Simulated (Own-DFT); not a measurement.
HfO2 (monoclinic hafnia, atoms displaced) (calculated)

A calculation, not a measurement: plane-wave density functional theory by an unreviewed code, no spin, of a simulated periodic cell, stress positive in tension, run twice, with PBE and with PBEsol, both on files made for PBE, so the change isn't that of files made for PBEsol, hafnium file: forces about 75 meV/angstrom off all-electron values; oxygen file: force components 24 meV/angstrom off all-electron in one glass; forces on such cells passed a denser k mesh, this cell's mesh not checked; the far tail of each file's local potential was reset to the Coulomb form; each entry is a single point on an unrelaxed cell, so the pressure reflects the starting lattice, mostly measured values (interpolated for alloys), from which strain is counted, and rises with the displacements; printed positions are rounded, which can move forces by about a meV/angstrom; the program, named Own-DFT, is a retired in-house code; no spin-orbit coupling; stress was not checked against mesh or cutoff. Program: Own-DFT development build.

HfO2 (monoclinic hafnia, atoms displaced)

```
HfO2
1.0
     10.2340     0.0000     0.0000
      0.0000    10.3500     0.0000
     -1.6955     0.0000    10.4453
Hf O Hf O Hf O Hf O Hf O Hf O Hf O Hf O
4 8 4 8 4 8 4 8 4 8 4 8 4 8 4 8
Direct
  0.13344 0.01776 0.10277
  0.36128 0.26745 0.14435
  0.36236 0.47686 0.39884
  0.13440 0.22846 0.35395
  0.03558 0.16760 0.17226
  0.46521 0.41709 0.07431
  0.46222 0.33295 0.33235
  0.03750 0.08397 0.42573
  0.22634 0.38108 0.23864
  0.27115 0.13058 0.00690
  0.27422 0.12235 0.26030
  0.22647 0.37167 0.49015
  0.14054 0.02191 0.60734
  0.35802 0.26980 0.64737
  0.35973 0.47946 0.89484
  0.13636 0.23302 0.85308
  0.03328 0.16569 0.67314
  0.46562 0.41253 0.57657
  0.46141 0.33345 0.82723
  0.03583 0.08432 0.92384
  0.22363 0.37760 0.74338
  0.27660 0.13073 0.50912
  0.27369 0.12246 0.76043
  0.21993 0.37122 0.98872
  0.13769 0.51949 0.10269
  0.36314 0.76830 0.14580
  0.36216 0.97768 0.39604
  0.13798 0.73204 0.35508
  0.03971 0.66466 0.17251
  0.46228 0.91641 0.07452
  0.46555 0.83464 0.33107
  0.03462 0.58457 0.41967
  0.22089 0.88035 0.24007
  0.27642 0.62503 0.00915
  0.27709 0.62358 0.25893
  0.22359 0.86797 0.48954
  0.13841 0.51751 0.60354
  0.36186 0.76983 0.64772
  0.36215 0.98167 0.89602
  0.14011 0.72752 0.85604
  0.03518 0.66745 0.67388
  0.46192 0.91521 0.57619
  0.46400 0.83334 0.82972
  0.03776 0.58577 0.92517
  0.22296 0.87653 0.74039
  0.27467 0.62963 0.51267
  0.27500 0.62258 0.75782
  0.22592 0.87192 0.99446
  0.63651 0.02080 0.10614
  0.86169 0.26865 0.14833
  0.85800 0.48156 0.39691
  0.63850 0.22873 0.35638
  0.54332 0.16722 0.17375
  0.96141 0.41767 0.07657
  0.96407 0.33825 0.32618
  0.53879 0.08026 0.42349
  0.72673 0.37947 0.24007
  0.77539 0.12864 0.00727
  0.77583 0.11958 0.25487
  0.72086 0.36929 0.48727
  0.64060 0.02039 0.60465
  0.86650 0.27142 0.64423
  0.85876 0.47953 0.89410
  0.63913 0.22913 0.85414
  0.53837 0.16833 0.67452
  0.96379 0.41184 0.57350
  0.96506 0.33412 0.82379
  0.53741 0.08553 0.92352
  0.72605 0.37768 0.73734
  0.77543 0.12947 0.51185
  0.77742 0.12022 0.75823
  0.72310 0.37171 0.98744
  0.63540 0.52218 0.10298
  0.86196 0.77233 0.14608
  0.85938 0.97979 0.39777
  0.63837 0.73071 0.35309
  0.53668 0.66645 0.17379
  0.96362 0.92103 0.07665
  0.96145 0.83615 0.32692
  0.53698 0.58413 0.42425
  0.72637 0.88143 0.24145
  0.77562 0.62751 0.00991
  0.77580 0.62093 0.25923
  0.72355 0.87332 0.48922
  0.63737 0.51732 0.60226
  0.86297 0.76711 0.64545
  0.86416 0.98006 0.89470
  0.63695 0.72916 0.85070
  0.53991 0.66619 0.67222
  0.96220 0.91551 0.57574
  0.96527 0.83363 0.82726
  0.53695 0.58529 0.92355
  0.72311 0.88050 0.74032
  0.77820 0.62962 0.50894
  0.77685 0.62062 0.75704
  0.72078 0.86818 0.99002
```

It was run with functional PBE, then PBEsol, potential files PseudoDojo norm-conserving, scalar-relativistic, standard set, wave cutoff 72 hartree, occupations Fermi-Dirac, smearing width 0.1 eV and k mesh 2 x 2 x 2 centred on Gamma.

Results for HfO2 (monoclinic hafnia, atoms displaced): PBE pressure 3.77 GPa; PBE stress xx -3.6 GPa; PBE stress yy -3.72 GPa; PBE stress zz -3.99 GPa; PBE stress yz -0.02 GPa; PBE stress xz -0.01 GPa; PBE stress xy 0.14 GPa; PBEsol pressure -2.69 GPa; PBEsol stress xx 2.87 GPa; PBEsol stress yy 2.69 GPa; PBEsol stress zz 2.49 GPa; PBEsol stress yz -0.01 GPa; PBEsol stress xz 0.34 GPa; PBEsol stress xy 0.14 GPa; rms change of force components from PBE to PBEsol 0.037 eV/Å.

Force:
```
force element  PBE force x (eV/Å)  PBE force y (eV/Å)  PBE force z (eV/Å)  PBEsol force x (eV/Å)  PBEsol force y (eV/Å)  PBEsol force z (eV/Å)
           Hf               0.922               0.665               0.354                  0.897                  0.689                  0.315
           Hf               0.027               0.463               0.386                  0.003                  0.498                  0.402
           Hf              -0.014               0.773              -0.768                 -0.011                  0.693                 -0.724
           Hf               0.363               0.261              -0.292                  0.355                  0.198                 -0.313
            O              -0.161               0.048               0.205                 -0.155                  0.059                  0.257
            O              -0.521               -0.56               0.377                 -0.514                 -0.523                  0.312
            O               0.724              -0.719               -0.62                  0.698                 -0.706                 -0.641
            O              -0.419              -0.069              -0.126                 -0.392                 -0.075                 -0.073
            O              -0.026              -0.363               0.049                  0.042                 -0.358                  0.042
            O               0.596              -0.002               0.439                  0.522                 -0.001                  0.425
            O                0.34              -0.063              -0.078                  0.269                 -0.049                 -0.074
            O              -0.607              -0.099               0.264                 -0.527                 -0.087                  0.266
           Hf              -0.557              -0.582              -0.655                 -0.542                 -0.516                 -0.666
           Hf                1.24              -0.175              -0.115                  1.206                 -0.127                 -0.088
           Hf               0.561               0.036               0.306                  0.539                 -0.015                  0.329
           Hf              -0.158               -0.66               0.632                 -0.143                 -0.682                  0.592
            O               0.547              -0.316              -0.109                  0.542                 -0.286                 -0.061
            O              -0.004               0.206               0.326                 -0.011                   0.22                  0.262
            O               0.323              -0.074               0.071                  0.298                 -0.084                   0.02
            O              -0.189               0.044               -0.47                 -0.182                   0.02                 -0.407
            O              -0.226               0.408              -0.736                 -0.158                  0.386                 -0.716
            O               -0.11              -0.262               0.419                 -0.177                 -0.257                  0.418
            O               0.192               -0.17              -0.164                  0.124                 -0.155                 -0.167
            O               0.455              -0.008               0.055                  0.507                 -0.001                  0.044
           Hf              -0.292              -0.036                0.58                 -0.281                  0.018                  0.537
           Hf              -0.587                0.21               0.248                 -0.586                  0.243                  0.266
           Hf              -0.196               0.401               0.046                  -0.19                  0.336                  0.075
           Hf              -0.089              -0.628              -0.398                 -0.076                 -0.658                 -0.412
            O              -1.043               0.937              -0.021                 -1.007                  0.923                  0.026
            O                0.35                0.16               0.561                  0.334                  0.173                  0.492
            O               0.136              -0.367              -0.684                  0.127                 -0.368                 -0.711
            O              -0.169               -0.27               0.558                 -0.157                 -0.274                  0.594
            O                0.37              -0.199               0.108                  0.417                 -0.202                  0.108
            O                0.37               0.551               0.111                  0.296                   0.53                  0.104
            O               0.212              -0.142               0.484                  0.146                 -0.125                  0.464
            O              -0.022               0.647               0.317                  0.044                   0.63                  0.303
           Hf              -0.345               0.966              -0.382                 -0.321                  0.994                 -0.402
           Hf               0.224               0.072              -0.372                  0.205                  0.114                 -0.344
           Hf               0.114              -0.282               0.219                  0.112                 -0.327                   0.25
           Hf              -0.401               0.496               -0.11                 -0.392                  0.433                 -0.137
            O               0.337              -0.706              -0.258                  0.331                 -0.668                 -0.201
            O               0.359               0.262               0.365                  0.337                  0.264                    0.3
            O              -0.022              -0.026              -0.258                 -0.027                  -0.04                 -0.303
            O               -0.69              -0.399              -0.545                 -0.651                 -0.403                 -0.483
            O               0.095               0.506              -0.018                  0.157                  0.488                 -0.024
            O               0.098              -0.356              -0.086                  0.028                  -0.35                 -0.074
            O               0.092              -0.574               0.381                  0.024                 -0.551                  0.374
            O              -0.163              -0.409               -0.66                 -0.097                 -0.393                  -0.64
           Hf               0.731               -0.39              -0.879                  0.725                 -0.323                 -0.881
           Hf              -0.036               0.616              -0.753                  -0.04                  0.647                 -0.705
           Hf               0.533              -0.079              -0.838                  0.515                 -0.121                 -0.805
           Hf              -0.192               0.038              -0.311                 -0.183                 -0.008                 -0.322
            O              -1.579               0.778              -0.092                 -1.526                  0.763                 -0.039
            O               0.266               -0.12               -0.11                  0.256                 -0.102                 -0.158
            O               0.417              -0.521                 0.2                  0.395                 -0.532                  0.148
            O              -0.341                0.15               -0.34                 -0.319                  0.136                 -0.278
            O              -0.511                0.02              -0.019                 -0.429                  0.014                 -0.012
            O               0.086              -0.006                0.32                  0.019                  -0.01                  0.313
            O               0.247               0.116               1.032                  0.173                   0.12                      1
            O               0.227               0.402               0.251                  0.279                  0.399                  0.238
           Hf              -0.521               0.102               0.323                 -0.488                  0.148                   0.29
           Hf              -1.306              -0.502               0.234                 -1.272                 -0.447                  0.259
           Hf               0.355               0.045               0.548                  0.329                      0                  0.564
           Hf               0.099               0.041              -0.174                  0.102                 -0.013                 -0.193
            O              -0.611              -0.129              -0.398                 -0.583                  -0.11                 -0.332
            O               0.754               0.805               0.057                  0.722                  0.798                  0.016
            O              -0.091               0.392               0.342                 -0.091                  0.357                   0.28
            O              -0.777              -0.361              -0.052                 -0.749                 -0.366                 -0.002
            O              -0.112               0.145                 0.1                 -0.045                  0.141                  0.099
            O                0.31               0.031              -0.394                  0.235                  0.019                 -0.382
            O               0.072               0.078               0.258                  0.003                  0.075                  0.254
            O              -0.083              -0.033               -0.01                 -0.016                 -0.026                 -0.022
           Hf               0.834              -0.443              -0.037                  0.816                 -0.383                 -0.071
           Hf               0.201              -0.529              -0.224                   0.18                 -0.469                 -0.188
           Hf               0.468               0.094              -0.136                  0.446                   0.03                 -0.109
           Hf               0.021              -0.133               0.405                  0.022                 -0.176                  0.372
            O              -0.383               0.374              -0.047                 -0.367                  0.381                  0.001
            O              -0.563               -0.74               0.245                 -0.544                 -0.702                  0.188
            O               0.586              -0.358              -0.076                  0.558                 -0.362                 -0.124
            O              -0.178              -0.064              -0.228                 -0.159                  -0.08                 -0.168
            O              -0.446              -0.353              -0.177                 -0.369                 -0.347                 -0.169
            O               0.218               0.172              -0.055                  0.148                  0.156                 -0.055
            O              -0.033               0.336               0.031                 -0.096                  0.333                  0.035
            O              -0.172              -0.397              -0.023                 -0.104                 -0.374                 -0.032
           Hf               0.047               0.272               0.174                  0.047                  0.312                  0.142
           Hf              -0.084               0.743               0.236                 -0.079                  0.762                  0.258
           Hf              -0.707               -0.01              -0.182                 -0.689                 -0.047                 -0.153
           Hf               0.384               0.221                0.67                  0.373                  0.173                  0.634
            O              -0.793               0.142              -0.227                 -0.763                  0.152                 -0.165
            O               0.598               0.259               0.339                  0.569                  0.267                  0.279
            O               0.207              -0.139               0.132                  0.192                 -0.149                  0.082
            O              -0.675              -0.276              -0.325                 -0.645                 -0.284                 -0.263
            O               0.159              -0.329               -0.15                  0.215                 -0.323                  -0.15
            O              -0.177              -0.173               0.014                 -0.228                 -0.178                  0.011
            O                0.07              -0.145               0.294                  0.008                 -0.136                  0.287
            O               0.444               0.263               0.115                  0.496                  0.258                  0.114
```
